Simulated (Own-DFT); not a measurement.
# How strain changes the stress of wurtzite AlN, 72 atoms (Al36N36)

Calculated results; nothing here was measured. The program, named Own-DFT, is a retired in-house plane-wave density functional code that no person has reviewed. Each row is one single-point run on a periodic cell that was not relaxed, without spin or spin-orbit coupling.

Settings of every run: PBE; PseudoDojo norm-conserving scalar-relativistic files; cutoff 42 hartree; 4 x 4 x 3 k mesh centred on Gamma; Gaussian smearing of 0.01 eV.

Known limits: k mesh not checked against a denser one; stress not checked against mesh or cutoff.

Unstrained cell vectors in Å: (9.336, 0.000, 0.000); (-4.668, 8.085, 0.000); (0.000, 0.000, 9.964). The unstrained cell has measured lattice constants (interpolated for alloys), not those of this functional. That, the random moves and any unrelaxed bonds set the pressure at no strain. Each run strains this cell uniformly, with the atoms carried along. Every atom was also moved at random, by a Gaussian of width 0.05 Å on each axis. Strain is the symmetric tensor, in per cent. Stress is positive in tension, and the pressure is minus a third of its trace.

```
run  e_xx (%)  e_yy (%)  e_zz (%)  e_yz (%)  e_xz (%)  e_xy (%)  s_xx (GPa)  s_yy (GPa)  s_zz (GPa)  s_yz (GPa)  s_xz (GPa)  s_xy (GPa)  P (GPa)  E (meV/atom)
  1      0.49      0.43     -0.88     -1.01      1.68      0.63       -3.87       -4.18       -9.31       -3.96        4.48        3.46     5.79          18.4
  2      1.49     -1.29     -1.04     -1.26     -0.40     -0.19       -0.67      -10.89       -9.95       -3.20       -0.92        0.04     7.17          16.4
  3      1.90      1.52      1.59     -1.14      0.93     -0.49        6.16        3.90        2.51       -2.80        2.35       -1.17    -4.19           0.0
  4      1.83      1.31     -0.35     -0.57      1.71      1.79        2.82        2.00       -6.11       -2.14        4.44        7.29     0.43          20.4
  5     -0.19      0.84     -1.48      0.51     -0.05      0.50       -6.43       -3.81      -10.55        2.05       -1.27        2.55     6.93           9.4
  6     -0.56      0.79     -1.46      1.68     -1.13     -0.82       -7.60       -2.51      -15.85        4.14       -3.20       -3.28     8.65          33.0
  7      0.94     -0.87     -0.64      0.85      0.93     -1.88       -1.58       -8.87      -13.14        3.23        2.34       -6.89     7.86          46.7
  8     -0.79      0.58     -0.40      1.34      0.07      0.72      -11.44       -3.35       -8.92        4.73       -0.31        1.30     7.90          47.6
  9     -1.32      1.64      1.70      0.88      0.75     -0.87       -9.04        2.34        1.92        1.79        1.56       -1.56     1.59           2.9
 10      1.47      0.68     -1.63      0.52      0.73     -1.79        1.94       -2.58      -14.13        1.13        1.22       -6.68     4.92          23.1
 11      1.21      1.54      0.46      1.90     -1.01     -1.85        0.44        2.78       -3.44        5.15       -3.13       -5.61     0.07          28.0
 12     -0.88      0.96     -0.71     -1.81      0.19      0.58      -11.02       -1.26       -9.89       -4.44        0.66        1.29     7.39          26.3
 13     -1.92     -0.26      1.12      1.75      0.49     -0.40      -13.06       -8.96       -2.33        4.16        1.87       -1.23     8.12          26.2
 14      0.55     -0.73     -1.15      1.89      1.13     -0.86       -4.16      -11.67      -10.88        5.72        2.80       -2.50     8.91          37.0
 15     -1.19      1.22     -0.90      0.25     -0.20      1.68      -10.37       -3.45       -9.44        1.47       -0.85        5.98     7.75          32.4
 16      0.86     -1.38      1.66      0.70      1.89     -1.24       -3.89      -10.96        2.10        1.53        4.85       -3.10     4.25          38.7
 17     -1.25      1.15     -0.68     -1.28     -1.75     -1.52      -11.41       -2.39       -8.30       -2.79       -4.64       -4.73     7.37          26.6
 18      1.47      1.53      1.85      1.09      1.35     -0.72           ?           ?           ?           ?           ?           ?        ?             ?
```

E is the free energy for each atom above the lowest run shown.

## Worked fit

Each stress component was fitted by least squares to a constant and the strains of the runs shown, as fractions, with shears doubled. Shear strains stay in the fit of a normal stress only where such slopes are resolved. The slopes, in GPa:

| stress | at no strain | per e_xx | per e_yy | per e_zz | scatter |
|---|---|---|---|---|---|
| s_xx | -5.9 | 464 ± 25 | 90 ± 30 | 44 ± 26 | 1.20 |
| s_yy | -6.0 | 96 ± 20 | 487 ± 25 | 68 ± 22 | 1.00 |
| s_zz | -6.4 | 36 ± 34 | 53 ± 42 | 473 ± 37 | 1.67 |

Each shear stress against twice its own strain: yz 136 ± 8, xz 130 ± 6, xy 175 ± 12 GPa. These are stiffnesses along x, y and z of the frame in which the cell vectors are given, which need not be the crystal's axes. The atoms are held to the strained lattice; where symmetry lets them move under strain, relaxing them would lower some slopes. The table should be nearly symmetric about its diagonal, and what it lacks of that shows the noise. A ninth of its sum, 201 ± 6 GPa, estimates the bulk modulus near the mean pressure of these runs, 5.3 GPa, so it lies above the value at zero pressure.

## Withheld run

Question: what normal stresses and pressure should run 18 give?

The fit gives s_xx = 3.1, s_yy = 4.1, s_zz = 3.7 and P = -3.7 GPa. The calculation gave 4.32, 2.80, 5.02 and P = -4.05 GPa.
